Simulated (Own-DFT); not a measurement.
GaP (zincblende, atoms displaced), Si$_{3}$N$_{4}$ (beta silicon nitride, strained, atoms displaced), GaP (zincblende, strained, atoms displaced) (calculated)

All values are calculated (Own-DFT development build). A calculation, not a measurement: plane-wave PBE density functional theory by an unreviewed code, no spin, of a simulated periodic cell, stress positive in tension, free energy of the whole cell less one offset for each atom, forces on such cells passed a denser k mesh, this cell's mesh not checked; offsets are fitted by least squares, one for each functional and potential file, so energies compare only between cells with the same atoms and settings and are not formation energies; the far tail of each file's local potential was reset to the Coulomb form; each entry is a single point on an unrelaxed cell, so the pressure reflects the starting lattice, mostly measured values (interpolated for alloys), from which strain is counted, and rises with the displacements; printed positions are rounded, which can move forces by about a meV/angstrom; the program, named Own-DFT, is a retired in-house code; no spin-orbit coupling.

Settings shared by all entries: functional PBE; potential files PseudoDojo norm-conserving, scalar-relativistic, standard set; wave cutoff 42 hartree; occupations Fermi-Dirac; smearing width 0.1 eV; k mesh 3 x 3 x 3 centred on Gamma.

(1) 
```cif
# cell vector a (Å): 10.9010 0.0000 0.0000
# cell vector b (Å): 0.0000 10.9010 0.0000
# cell vector c (Å): 0.0000 0.0000 10.9010
data_GaP
_symmetry_space_group_name_H-M 'P 1'
_symmetry_Int_Tables_number 1
_cell_length_a 10.9010
_cell_length_b 10.9010
_cell_length_c 10.9010
_cell_angle_alpha 90.000
_cell_angle_beta 90.000
_cell_angle_gamma 90.000
_cell_volume 1295.39
loop_
_atom_site_label
_atom_site_type_symbol
_atom_site_fract_x
_atom_site_fract_y
_atom_site_fract_z
_atom_site_occupancy
Ga1 Ga 0.00658 0.98851 0.00082 1
Ga2 Ga 0.99530 0.23302 0.24606 1
Ga3 Ga 0.24501 0.99169 0.25366 1
Ga4 Ga 0.23908 0.25441 0.00865 1
P1 P 0.11049 0.11848 0.11652 1
P2 P 0.12509 0.36867 0.39019 1
P3 P 0.37888 0.13345 0.38634 1
P4 P 0.38648 0.38314 0.12920 1
Ga5 Ga 0.00302 0.00296 0.49900 1
Ga6 Ga 0.01729 0.24471 0.74560 1
Ga7 Ga 0.24173 0.00201 0.73454 1
Ga8 Ga 0.26088 0.24188 0.49569 1
P5 P 0.12560 0.11047 0.61898 1
P6 P 0.13306 0.36808 0.85475 1
P7 P 0.37071 0.13274 0.86667 1
P8 P 0.38602 0.38505 0.64263 1
Ga9 Ga 0.00094 0.49695 0.00301 1
Ga10 Ga 0.00999 0.74878 0.25362 1
Ga11 Ga 0.24193 0.51631 0.25255 1
Ga12 Ga 0.24619 0.74422 0.00430 1
P9 P 0.13083 0.61730 0.12980 1
P10 P 0.11986 0.86378 0.36799 1
P11 P 0.39059 0.63055 0.36362 1
P12 P 0.38848 0.87737 0.11829 1
Ga13 Ga 0.00466 0.49606 0.50398 1
Ga14 Ga 0.00963 0.75583 0.74054 1
Ga15 Ga 0.26711 0.48634 0.73912 1
Ga16 Ga 0.24240 0.74085 0.50175 1
P13 P 0.13582 0.62245 0.62556 1
P14 P 0.12885 0.87865 0.88786 1
P15 P 0.37660 0.63673 0.85989 1
P16 P 0.37544 0.86883 0.62295 1
Ga17 Ga 0.50331 0.02021 0.00194 1
Ga18 Ga 0.48661 0.25974 0.24876 1
Ga19 Ga 0.75533 0.01125 0.25777 1
Ga20 Ga 0.73672 0.23999 0.00225 1
P17 P 0.61331 0.11924 0.14260 1
P18 P 0.60794 0.38643 0.37073 1
P19 P 0.88860 0.13120 0.37762 1
P20 P 0.88098 0.36029 0.12516 1
Ga21 Ga 0.49819 0.99695 0.50805 1
Ga22 Ga 0.50476 0.25400 0.74711 1
Ga23 Ga 0.74157 0.99969 0.73470 1
Ga24 Ga 0.77449 0.26082 0.49273 1
P21 P 0.62986 0.13117 0.63946 1
P22 P 0.64306 0.36816 0.88499 1
P23 P 0.87849 0.11597 0.88510 1
P24 P 0.86236 0.37475 0.60348 1
Ga25 Ga 0.49577 0.51444 0.99513 1
Ga26 Ga 0.50210 0.75340 0.24803 1
Ga27 Ga 0.76111 0.49350 0.24989 1
Ga28 Ga 0.73535 0.75106 0.00422 1
P25 P 0.62107 0.63754 0.12836 1
P26 P 0.63774 0.88106 0.38173 1
P27 P 0.87064 0.62385 0.37375 1
P28 P 0.87554 0.86288 0.13020 1
Ga29 Ga 0.49582 0.51576 0.50742 1
Ga30 Ga 0.49224 0.73962 0.75645 1
Ga31 Ga 0.74996 0.50640 0.75269 1
Ga32 Ga 0.73754 0.74434 0.49592 1
P29 P 0.63823 0.63185 0.62874 1
P30 P 0.62572 0.87654 0.88649 1
P31 P 0.87265 0.62267 0.87407 1
P32 P 0.88234 0.89274 0.62200 1
_calc_hardware 'one NVIDIA H100'
_calc_free_energy_of_cell_above_offsets '-25.184'  # eV
_calc_pressure 5.09  # GPa
_calc_stress_xx -4.8  # GPa
_calc_stress_yy -5.35  # GPa
_calc_stress_zz -5.13  # GPa
_calc_stress_yz 0.75  # GPa
_calc_stress_xz 0.04  # GPa
_calc_stress_xy 0.45  # GPa
_calc_wall_time 579.6  # s
```

Force:
```tsv
element	x (eV/Å)	y (eV/Å)	z (eV/Å)
Ga	-2.44	-0.095	0.354
Ga	1.531	1.867	-0.207
Ga	0.836	0.703	-0.758
Ga	1.105	0.018	-0.546
P	2.127	0.285	1.368
P	0.547	0.101	-1.878
P	0.89	-2.288	-2.108
P	-2.796	0.893	-1.458
Ga	0.02	-0.916	-1.305
Ga	-2.573	-0.833	-0.464
Ga	1.921	-1.536	2.339
Ga	-1.498	1.777	2.266
P	0.138	2.51	-0.795
P	0.093	1.558	2.152
P	-0.234	-0.19	0.579
P	2.386	-2.766	-4.584
Ga	-0.091	-0.533	-0.911
Ga	-2.216	-1.467	-1.207
Ga	2.184	-2.837	1.969
Ga	1.087	0.7	-0.168
P	-1.816	1.308	-1.748
P	1.263	1.637	2.192
P	-2.251	-0.248	1.598
P	-1.516	0.122	0.424
Ga	-0.638	0.797	-0.199
Ga	-0.598	0.143	1.091
Ga	-3.326	3.403	2.927
Ga	1.647	0.951	-1.44
P	-1.053	-1.098	0.68
P	0.894	-1.156	-2.229
P	-3.197	-3.329	3.152
P	-0.57	-0.147	0.241
Ga	-0.755	-1.19	-1.305
Ga	1.235	-0.994	1.144
Ga	0.589	-1.109	-0.267
Ga	1.84	-1.379	1.408
P	0.906	1.422	-0.077
P	1.715	-0.609	0.598
P	-1.397	-1.35	0.415
P	-0.725	0.758	-0.316
Ga	0.987	0.573	-0.044
Ga	0.481	0.072	1.806
Ga	1.309	-0.906	2.844
Ga	-4.849	-2.984	-2.888
P	-0.59	0.693	-3.081
P	-2.471	2.098	-1.599
P	-0.392	0.43	-1.245
P	3.569	3.38	5.395
Ga	0.977	-0.546	0.004
Ga	0.82	1.801	0.207
Ga	-1.166	0.034	-0.44
Ga	1.808	-0.081	-0.267
P	0.584	-2.29	0.007
P	-1.678	0.363	-0.651
P	1.195	0.098	0.444
P	-0.017	1.044	-0.148
Ga	0.735	-0.557	-0.058
Ga	3.517	3.423	-2.274
Ga	0.49	-1.558	-0.161
Ga	2.352	0.983	-0.082
P	-2.151	-0.537	0.821
P	-0.83	0.857	-1.864
P	0.873	1.037	0.416
P	-0.815	-2.31	-0.072
```

(2) 
```cif
# cell vector a (Å): 7.6790 0.1399 0.0911
# cell vector b (Å): -3.7184 6.5074 -0.0292
# cell vector c (Å): 0.1045 0.0216 8.7957
data_Si3N4
_symmetry_space_group_name_H-M 'P 1'
_symmetry_Int_Tables_number 1
_cell_length_a 7.6808
_cell_length_b 7.4949
_cell_length_c 8.7963
_cell_angle_alpha 90.439
_cell_angle_beta 88.637
_cell_angle_gamma 118.701
_cell_volume 444.03
loop_
_atom_site_label
_atom_site_type_symbol
_atom_site_fract_x
_atom_site_fract_y
_atom_site_fract_z
_atom_site_occupancy
Si1 Si 0.16880 0.77079 0.07546 1
Si2 Si 0.23611 0.39989 0.08544 1
Si3 Si 0.58959 0.82827 0.08339 1
Si4 Si 0.83790 0.23944 0.25659 1
Si5 Si 0.77134 0.58874 0.25012 1
Si6 Si 0.40336 0.16122 0.25245 1
N1 N 0.33419 0.04106 0.08264 1
N2 N 0.96262 0.30417 0.08580 1
N3 N 0.70386 0.68224 0.07935 1
N4 N 0.66560 0.96322 0.25457 1
N5 N 0.03457 0.69409 0.25056 1
N6 N 0.30381 0.33804 0.24255 1
N7 N 0.33962 0.66404 0.08834 1
N8 N 0.67245 0.33582 0.24591 1
Si7 Si 0.17006 0.76647 0.42056 1
Si8 Si 0.23161 0.40019 0.42730 1
Si9 Si 0.60614 0.82522 0.41166 1
Si10 Si 0.81641 0.21611 0.57361 1
Si11 Si 0.76557 0.59502 0.58134 1
Si12 Si 0.39025 0.15968 0.57754 1
N9 N 0.33905 0.00594 0.42148 1
N10 N 0.96498 0.30864 0.41552 1
N11 N 0.69548 0.66889 0.42467 1
N12 N 0.66475 0.98282 0.57408 1
N13 N 0.03438 0.69647 0.57764 1
N14 N 0.30142 0.32662 0.58589 1
N15 N 0.32857 0.66660 0.41149 1
N16 N 0.66909 0.35460 0.57732 1
Si13 Si 0.17279 0.76864 0.74465 1
Si14 Si 0.22958 0.40653 0.75273 1
Si15 Si 0.59095 0.83461 0.74537 1
Si16 Si 0.82270 0.23328 0.92337 1
Si17 Si 0.75968 0.58850 0.91731 1
Si18 Si 0.39780 0.16676 0.92411 1
N17 N 0.32820 0.02478 0.75740 1
N18 N 0.97482 0.30023 0.74882 1
N19 N 0.69805 0.66767 0.75341 1
N20 N 0.66206 0.95840 0.91609 1
N21 N 0.03263 0.70418 0.91890 1
N22 N 0.30146 0.32610 0.91634 1
N23 N 0.33347 0.65741 0.73692 1
N24 N 0.66896 0.33711 0.91255 1
_calc_free_energy_of_cell_above_offsets '-2.404'  # eV
_calc_pressure 4.41  # GPa
_calc_stress_xx 1.5  # GPa
_calc_stress_yy -10.39  # GPa
_calc_stress_zz -4.35  # GPa
_calc_stress_yz 1.58  # GPa
_calc_stress_xz 1.92  # GPa
_calc_stress_xy 6.95  # GPa
```

Force:
```tsv
element	x (eV/Å)	y (eV/Å)	z (eV/Å)
Si	2.309	-0.658	2.23
Si	-2.8	1.435	-1.815
Si	0.016	-0.744	0.723
Si	-1.87	-1.862	-1.954
Si	-0.837	2.212	-0.587
Si	0.726	2.515	0.437
N	0.088	-3.601	2.063
N	2.457	0.234	-0.427
N	1.849	-1.498	1.894
N	0.354	2.804	-1.88
N	-1.5	0.577	-0.181
N	2.116	-2.64	4.42
N	-2.391	0.529	-0.959
N	-1.275	-2.367	0.484
Si	1.315	-3.187	-2.715
Si	-1.431	2.215	-2.891
Si	-4.881	-0.564	1.086
Si	-0.534	7.522	2.744
Si	0.924	2.808	2.003
Si	3.117	1.914	2.345
N	-1.011	5.186	-1.473
N	2.906	0.009	1.041
N	2.199	-0.758	-2.034
N	-0.145	-5.88	1.151
N	-2.56	-0.163	2.575
N	-0.843	-0.631	-0.412
N	2.505	-0.94	0.779
N	1.176	-7.772	-0.081
Si	0.341	-1.547	0.683
Si	0.329	-1.652	0.232
Si	0.558	-1.984	0.24
Si	1.001	-0.75	-1.692
Si	0.708	2.116	-0.233
Si	1.997	2.547	-3.511
N	0.158	0.751	-1.686
N	-1.535	-1.249	-0.033
N	-0.698	1.332	-1.282
N	-0.471	3.043	-0.344
N	-1.136	-0.645	-1.743
N	-1.334	0.647	-0.178
N	-0.778	3.06	0.585
N	-1.121	-2.365	0.394
```

(3) 
```cif
# cell vector a (Å): 10.8620 0.0000 0.0000
# cell vector b (Å): 0.0000 10.8620 0.0000
# cell vector c (Å): 0.0000 0.0000 10.9439
data_GaP
_symmetry_space_group_name_H-M 'P 1'
_symmetry_Int_Tables_number 1
_cell_length_a 10.8620
_cell_length_b 10.8620
_cell_length_c 10.9439
_cell_angle_alpha 90.000
_cell_angle_beta 90.000
_cell_angle_gamma 90.000
_cell_volume 1291.19
loop_
_atom_site_label
_atom_site_type_symbol
_atom_site_fract_x
_atom_site_fract_y
_atom_site_fract_z
_atom_site_occupancy
Ga1 Ga 0.99676 0.99959 0.00807 1
Ga2 Ga 0.00042 0.24995 0.25427 1
Ga3 Ga 0.24603 0.00260 0.25019 1
Ga4 Ga 0.25493 0.24588 0.00673 1
P1 P 0.12488 0.12224 0.12915 1
P2 P 0.13132 0.36693 0.36941 1
P3 P 0.37941 0.10841 0.37296 1
P4 P 0.36126 0.38022 0.11838 1
Ga5 Ga 0.00786 0.00235 0.50474 1
Ga6 Ga 0.99477 0.26006 0.76029 1
Ga7 Ga 0.25116 0.99995 0.75198 1
Ga8 Ga 0.25655 0.24774 0.50080 1
P5 P 0.12608 0.12465 0.62215 1
P6 P 0.14016 0.36989 0.88121 1
P7 P 0.38306 0.12180 0.87840 1
P8 P 0.37045 0.36190 0.63220 1
Ga9 Ga 0.99537 0.51200 0.01102 1
Ga10 Ga 0.99295 0.75226 0.23966 1
Ga11 Ga 0.25658 0.50009 0.25807 1
Ga12 Ga 0.25690 0.74566 0.00609 1
P9 P 0.12218 0.64377 0.11493 1
P10 P 0.13092 0.87575 0.36349 1
P11 P 0.36682 0.61013 0.37726 1
P12 P 0.36774 0.87096 0.13789 1
Ga13 Ga 0.99473 0.50245 0.50224 1
Ga14 Ga 0.99887 0.74992 0.74570 1
Ga15 Ga 0.25187 0.49583 0.74985 1
Ga16 Ga 0.25191 0.75495 0.49720 1
P13 P 0.13309 0.62477 0.62445 1
P14 P 0.12617 0.85746 0.87186 1
P15 P 0.37105 0.63342 0.88616 1
P16 P 0.38980 0.88370 0.63121 1
Ga17 Ga 0.50655 0.99327 0.01885 1
Ga18 Ga 0.49385 0.25168 0.24051 1
Ga19 Ga 0.75366 0.99162 0.25273 1
Ga20 Ga 0.74046 0.24546 0.98324 1
P17 P 0.63548 0.12637 0.11092 1
P18 P 0.62757 0.37656 0.37325 1
P19 P 0.87999 0.12712 0.37347 1
P20 P 0.87029 0.37545 0.13057 1
Ga21 Ga 0.49587 0.99553 0.50320 1
Ga22 Ga 0.48971 0.25040 0.74611 1
Ga23 Ga 0.74588 0.00584 0.75735 1
Ga24 Ga 0.75520 0.24600 0.49274 1
P21 P 0.60897 0.12529 0.63391 1
P22 P 0.62652 0.38761 0.87609 1
P23 P 0.87848 0.13146 0.87700 1
P24 P 0.85891 0.36369 0.62575 1
Ga25 Ga 0.49363 0.49443 0.01653 1
Ga26 Ga 0.50793 0.74501 0.25052 1
Ga27 Ga 0.74785 0.48606 0.24732 1
Ga28 Ga 0.74838 0.75976 0.99071 1
P25 P 0.62331 0.61809 0.12102 1
P26 P 0.62407 0.88311 0.37590 1
P27 P 0.88789 0.63007 0.36830 1
P28 P 0.86378 0.87355 0.11542 1
Ga29 Ga 0.49873 0.49633 0.48426 1
Ga30 Ga 0.50052 0.75913 0.75680 1
Ga31 Ga 0.75227 0.50337 0.75411 1
Ga32 Ga 0.73184 0.76142 0.48781 1
P29 P 0.62397 0.61325 0.62342 1
P30 P 0.62227 0.88060 0.87425 1
P31 P 0.86418 0.62731 0.87004 1
P32 P 0.88429 0.87518 0.63012 1
_calc_free_energy_of_cell_above_offsets '-29.454'  # eV
_calc_pressure 4.38  # GPa
_calc_stress_xx -4.57  # GPa
_calc_stress_yy -4.53  # GPa
_calc_stress_zz -4.04  # GPa
_calc_stress_yz 0.19  # GPa
_calc_stress_xz -0.25  # GPa
_calc_stress_xy -0.5  # GPa
```

Force:
```tsv
element	x (eV/Å)	y (eV/Å)	z (eV/Å)
Ga	0.651	-0.255	-1.215
Ga	0.031	0.269	-0.861
Ga	0.4	0.03	-0.076
Ga	-0.372	-1.264	-0.928
P	-0.3	0.478	-0.372
P	-0.355	0.8	1.05
P	-0.157	1.974	-0.206
P	0.573	-0.65	1.665
Ga	-0.332	-0.712	-0.727
Ga	1.082	-0.209	-0.932
Ga	-0.387	0.002	0.279
Ga	-0.412	-0.837	-0.615
P	0.199	0.768	1.071
P	-1.92	0.948	0.016
P	-0.476	-0.392	0.87
P	0.096	2.181	-1.614
Ga	0.008	-0.913	-0.975
Ga	0.666	0.683	0.128
Ga	-2.335	-0.513	-1.875
Ga	-0.363	1.632	-0.396
P	0.023	-1.94	1.808
P	-1.345	-0.433	1.142
P	1.435	2.846	0.524
P	1.119	0.063	-0.559
Ga	0.58	-0.668	0.086
Ga	0.268	-1.144	0.276
Ga	0.259	0.617	0.457
Ga	0.351	0.07	0.412
P	-0.731	-0.158	-0.042
P	0.246	1.906	0.812
P	1.503	-1.701	-1.539
P	-2.213	-1.447	-0.191
Ga	-1.099	-0.166	-1.004
Ga	0.533	-0.443	0.24
Ga	0.087	1.443	-0.567
Ga	0.973	1.411	0.389
P	-0.732	-0.232	2.42
P	-0.572	-1.402	-0.181
P	-0.187	-1.288	0.171
P	0.874	-1.158	-1.491
Ga	1.045	0.925	-0.253
Ga	1.212	0.079	1.908
Ga	0.725	0.066	-0.839
Ga	-1.67	-0.637	0.429
P	1.957	-0.215	-1.426
P	-1.438	-0.92	-0.096
P	0.009	-1.022	0.053
P	1.64	1.528	0.478
Ga	0.464	0.845	-2.066
Ga	-0.762	-0.292	0.247
Ga	0.295	2.162	0.435
Ga	-0.968	-1.413	-0.144
P	0.985	0.904	0.586
P	-1.34	0.324	-1.1
P	-2.202	-0.501	0.513
P	0.852	0.298	1.127
Ga	0.1	-0.582	2.178
Ga	0.153	-1.727	-0.327
Ga	-0.553	-0.614	-1.07
Ga	2.613	-2.177	2.098
P	-0.62	1.499	-0.414
P	0.056	0.119	0.63
P	1.723	0.413	0.688
P	-1.945	0.743	-1.082
```

(4) 
```cif
# cell vector a (Å): 7.7120 -0.0178 -0.0633
# cell vector b (Å): -3.8715 6.7161 -0.0768
# cell vector c (Å): -0.0726 -0.1437 8.6420
data_Si3N4
_symmetry_space_group_name_H-M 'P 1'
_symmetry_Int_Tables_number 1
_cell_length_a 7.7123
_cell_length_b 7.7524
_cell_length_c 8.6435
_cell_angle_alpha 91.152
_cell_angle_beta 90.949
_cell_angle_gamma 120.085
_cell_volume 446.86
loop_
_atom_site_label
_atom_site_type_symbol
_atom_site_fract_x
_atom_site_fract_y
_atom_site_fract_z
_atom_site_occupancy
Si1 Si 0.17661 0.76732 0.07679 1
Si2 Si 0.21640 0.40227 0.08467 1
Si3 Si 0.59971 0.82820 0.08343 1
Si4 Si 0.81845 0.22900 0.25753 1
Si5 Si 0.78043 0.58775 0.25036 1
Si6 Si 0.39652 0.17212 0.25284 1
N1 N 0.32388 0.03794 0.09704 1
N2 N 0.97344 0.29764 0.09635 1
N3 N 0.69676 0.66707 0.08642 1
N4 N 0.65584 0.95258 0.24113 1
N5 N 0.02954 0.69610 0.26397 1
N6 N 0.30393 0.33292 0.25218 1
N7 N 0.33418 0.67626 0.08420 1
N8 N 0.66843 0.33477 0.23773 1
Si7 Si 0.18937 0.78026 0.41289 1
Si8 Si 0.22569 0.40105 0.42234 1
Si9 Si 0.60253 0.83689 0.40866 1
Si10 Si 0.82101 0.22726 0.58568 1
Si11 Si 0.77864 0.58704 0.57794 1
Si12 Si 0.39496 0.15739 0.57277 1
N9 N 0.33912 0.03912 0.41551 1
N10 N 0.97030 0.29862 0.41271 1
N11 N 0.69784 0.66913 0.41440 1
N12 N 0.65439 0.95836 0.58250 1
N13 N 0.03220 0.70080 0.58367 1
N14 N 0.29663 0.33257 0.57177 1
N15 N 0.32444 0.65987 0.40158 1
N16 N 0.67216 0.33534 0.58829 1
Si13 Si 0.17552 0.76842 0.74637 1
Si14 Si 0.22063 0.39790 0.75157 1
Si15 Si 0.59807 0.82168 0.75607 1
Si16 Si 0.82584 0.23646 0.92068 1
Si17 Si 0.77454 0.60313 0.91351 1
Si18 Si 0.40112 0.18202 0.92202 1
N17 N 0.33902 0.03540 0.74694 1
N18 N 0.96648 0.30790 0.75234 1
N19 N 0.69559 0.67006 0.75116 1
N20 N 0.67448 0.96671 0.91598 1
N21 N 0.02363 0.69072 0.91730 1
N22 N 0.31299 0.33803 0.90928 1
N23 N 0.34283 0.67327 0.74413 1
N24 N 0.66544 0.33491 0.91530 1
_calc_free_energy_of_cell_above_offsets '-2.469'  # eV
_calc_pressure 3.83  # GPa
_calc_stress_xx -1.66  # GPa
_calc_stress_yy 3.53  # GPa
_calc_stress_zz -13.35  # GPa
_calc_stress_yz -7.27  # GPa
_calc_stress_xz -5.53  # GPa
_calc_stress_xy -0.88  # GPa
```

Force:
```tsv
element	x (eV/Å)	y (eV/Å)	z (eV/Å)
Si	-0.577	1.015	2.881
Si	4.322	2.378	0.599
Si	-0.062	-3.592	-3.774
Si	-0.44	-0.86	-2.127
Si	-3.633	1.208	0.108
Si	0.812	4.198	0.966
N	-0.115	-3.283	-5.346
N	-2.758	-1.258	-1.65
N	1.104	0.067	-0.679
N	0.181	6.262	3.777
N	0.656	0.805	-4.058
N	-1.055	0.061	-0.266
N	0.887	-1.904	-0.877
N	-0.214	-1.996	1.204
Si	0.282	-2.072	1.826
Si	-0.608	2.654	-4.269
Si	-0.267	-4.952	1.295
Si	-0.365	-0.753	-1.028
Si	-3.45	1.326	0.308
Si	0.191	6.206	6.553
N	0.11	-3.874	-3.678
N	-0.998	-0.987	2.817
N	1.14	-0.261	0.123
N	0.755	2.851	0.722
N	0.883	0.75	-1.392
N	2.12	-2.386	4.838
N	1.256	1.428	1.06
N	-0.951	-1.634	-0.866
Si	1.629	0.503	1.266
Si	1.527	2.419	-1.943
Si	-0.898	-0.303	-2.623
Si	-1.051	-0.832	0.248
Si	-1.99	-1.961	1.06
Si	2.67	-0.953	-0.42
N	-0.976	-1.284	0.613
N	0.771	-0.434	0.812
N	2.262	-0.818	-1.2
N	0.079	2.335	1.633
N	1.555	1.239	-1.401
N	-3.119	0.61	1.929
N	-1.938	-2.078	0.638
N	0.275	0.16	0.323
```

(5) 
```cif
# cell vector a (Å): 10.9010 0.0000 0.0000
# cell vector b (Å): 0.0000 10.9010 0.0000
# cell vector c (Å): 0.0000 0.0000 10.9010
data_GaP
_symmetry_space_group_name_H-M 'P 1'
_symmetry_Int_Tables_number 1
_cell_length_a 10.9010
_cell_length_b 10.9010
_cell_length_c 10.9010
_cell_angle_alpha 90.000
_cell_angle_beta 90.000
_cell_angle_gamma 90.000
_cell_volume 1295.39
loop_
_atom_site_label
_atom_site_type_symbol
_atom_site_fract_x
_atom_site_fract_y
_atom_site_fract_z
_atom_site_occupancy
Ga1 Ga 0.00000 0.99260 0.99240 1
Ga2 Ga 0.98635 0.25942 0.25275 1
Ga3 Ga 0.24858 0.98484 0.26089 1
Ga4 Ga 0.24136 0.24212 0.00824 1
P1 P 0.11713 0.12782 0.11808 1
P2 P 0.11977 0.39034 0.36723 1
P3 P 0.37659 0.12834 0.36840 1
P4 P 0.36631 0.37142 0.12517 1
Ga5 Ga 0.00333 0.98992 0.49190 1
Ga6 Ga 0.01354 0.25051 0.76078 1
Ga7 Ga 0.24110 0.99698 0.74900 1
Ga8 Ga 0.23662 0.24745 0.51551 1
P5 P 0.11788 0.12643 0.62333 1
P6 P 0.12725 0.37950 0.89473 1
P7 P 0.37637 0.13821 0.87666 1
P8 P 0.36829 0.35823 0.63550 1
Ga9 Ga 0.00266 0.50228 0.00061 1
Ga10 Ga 0.99165 0.74972 0.25125 1
Ga11 Ga 0.24344 0.49628 0.24423 1
Ga12 Ga 0.25323 0.75710 0.00942 1
P9 P 0.13181 0.62905 0.11684 1
P10 P 0.11295 0.86783 0.36335 1
P11 P 0.36446 0.63029 0.37658 1
P12 P 0.38753 0.86237 0.13341 1
Ga13 Ga 0.00409 0.48739 0.49046 1
Ga14 Ga 0.98835 0.75221 0.73645 1
Ga15 Ga 0.23179 0.49338 0.75329 1
Ga16 Ga 0.23817 0.75206 0.49495 1
P13 P 0.12056 0.61741 0.64146 1
P14 P 0.13102 0.89564 0.87521 1
P15 P 0.36909 0.62074 0.86082 1
P16 P 0.37946 0.88913 0.62547 1
Ga17 Ga 0.48940 0.99141 0.00372 1
Ga18 Ga 0.50611 0.25014 0.26146 1
Ga19 Ga 0.73517 0.01082 0.24433 1
Ga20 Ga 0.75766 0.24849 0.00353 1
P17 P 0.62602 0.12942 0.11957 1
P18 P 0.62493 0.38331 0.36554 1
P19 P 0.88006 0.11091 0.38168 1
P20 P 0.87265 0.38327 0.11592 1
Ga21 Ga 0.51297 0.01203 0.48921 1
Ga22 Ga 0.51121 0.24324 0.76681 1
Ga23 Ga 0.74711 0.99087 0.75488 1
Ga24 Ga 0.76626 0.24163 0.49877 1
P21 P 0.61430 0.11834 0.61431 1
P22 P 0.63169 0.37047 0.85657 1
P23 P 0.87260 0.11119 0.87672 1
P24 P 0.89272 0.38764 0.62812 1
Ga25 Ga 0.49943 0.49942 0.98479 1
Ga26 Ga 0.51041 0.75244 0.22927 1
Ga27 Ga 0.75044 0.49549 0.24137 1
Ga28 Ga 0.74595 0.74011 0.99334 1
P25 P 0.63639 0.61374 0.10256 1
P26 P 0.61626 0.85648 0.35968 1
P27 P 0.85878 0.63776 0.36053 1
P28 P 0.87259 0.87968 0.13446 1
Ga29 Ga 0.48646 0.50032 0.48968 1
Ga30 Ga 0.50434 0.75869 0.73518 1
Ga31 Ga 0.74945 0.50376 0.75574 1
Ga32 Ga 0.73918 0.76684 0.48387 1
P29 P 0.62532 0.62314 0.62946 1
P30 P 0.64492 0.87847 0.86903 1
P31 P 0.89045 0.62416 0.87556 1
P32 P 0.89891 0.88470 0.61303 1
_calc_free_energy_of_cell_above_offsets '-25.595'  # eV
_calc_pressure 4.92  # GPa
_calc_stress_xx -5.09  # GPa
_calc_stress_yy -4.79  # GPa
_calc_stress_zz -4.87  # GPa
_calc_stress_yz 1.48  # GPa
_calc_stress_xz 0.69  # GPa
_calc_stress_xy -0.82  # GPa
```

Force:
```tsv
element	x (eV/Å)	y (eV/Å)	z (eV/Å)
Ga	-0.889	0.579	1.758
Ga	0.751	-0.768	-0.257
Ga	0.588	1.562	-1.347
Ga	1.262	0.798	-0.348
P	-0.608	-1.328	1.879
P	0.875	-2.912	-0.231
P	-1.178	-0.508	1.029
P	1.466	0.053	-0.037
Ga	2.041	1.92	-0.71
Ga	-1.238	0.194	0.2
Ga	2.035	1.934	-1.152
Ga	1.219	0.759	-2.002
P	-0.454	-1.359	0.353
P	0.003	-1.215	-1.109
P	-0.942	-2.084	0.679
P	0.556	1.352	-0.181
Ga	0.228	0.583	0.514
Ga	0.049	-0.789	-1.725
Ga	1.103	1.161	-0.287
Ga	0.326	-0.248	-2.044
P	-1.323	-0.006	1.19
P	1.147	0.09	1.278
P	0.548	-0.135	-1.387
P	-2.731	2.329	-1.37
Ga	-1.243	3.163	0.988
Ga	1.497	-0.364	1.361
Ga	1.92	-0.746	0.303
Ga	0.429	-0.057	1.519
P	-0.577	1.175	-2.773
P	-0.581	-3.537	0.594
P	0.41	1.181	0.654
P	-0.635	-0.346	-1.213
Ga	1.016	1.093	-1.037
Ga	-0.596	0.33	-1.846
Ga	1.197	-1.285	0.836
Ga	-0.359	-0.135	-1.27
P	-1.344	0.324	-0.065
P	0.578	-0.563	1.536
P	-0.873	1.106	-1.716
P	0.368	-0.651	0.598
Ga	-2.356	-2.311	-1.628
Ga	-1.036	-0.59	-2.528
Ga	1.913	2.324	-3.196
Ga	-0.846	1.217	1.004
P	2.961	1.76	2.429
P	0.814	0.478	2.694
P	0.236	1.735	-0.545
P	-1.652	-1.762	0.625
Ga	-0.754	-0.605	0.007
Ga	0.717	-4.142	0.861
Ga	-0.186	0.896	0.07
Ga	2.096	1.409	-0.238
P	-1.826	-0.274	1.504
P	-0.041	3.815	0.484
P	0.681	-1.705	1.358
P	-0.383	-0.181	-1.466
Ga	0.358	-0.363	1.345
Ga	-0.307	-0.359	1.172
Ga	1.36	0.551	-0.992
Ga	1.748	-1.739	2.414
P	0.116	0.334	-1.641
P	-3.628	-2.268	2.025
P	-1.617	0.604	-0.373
P	-4.407	-1.477	1.457
```
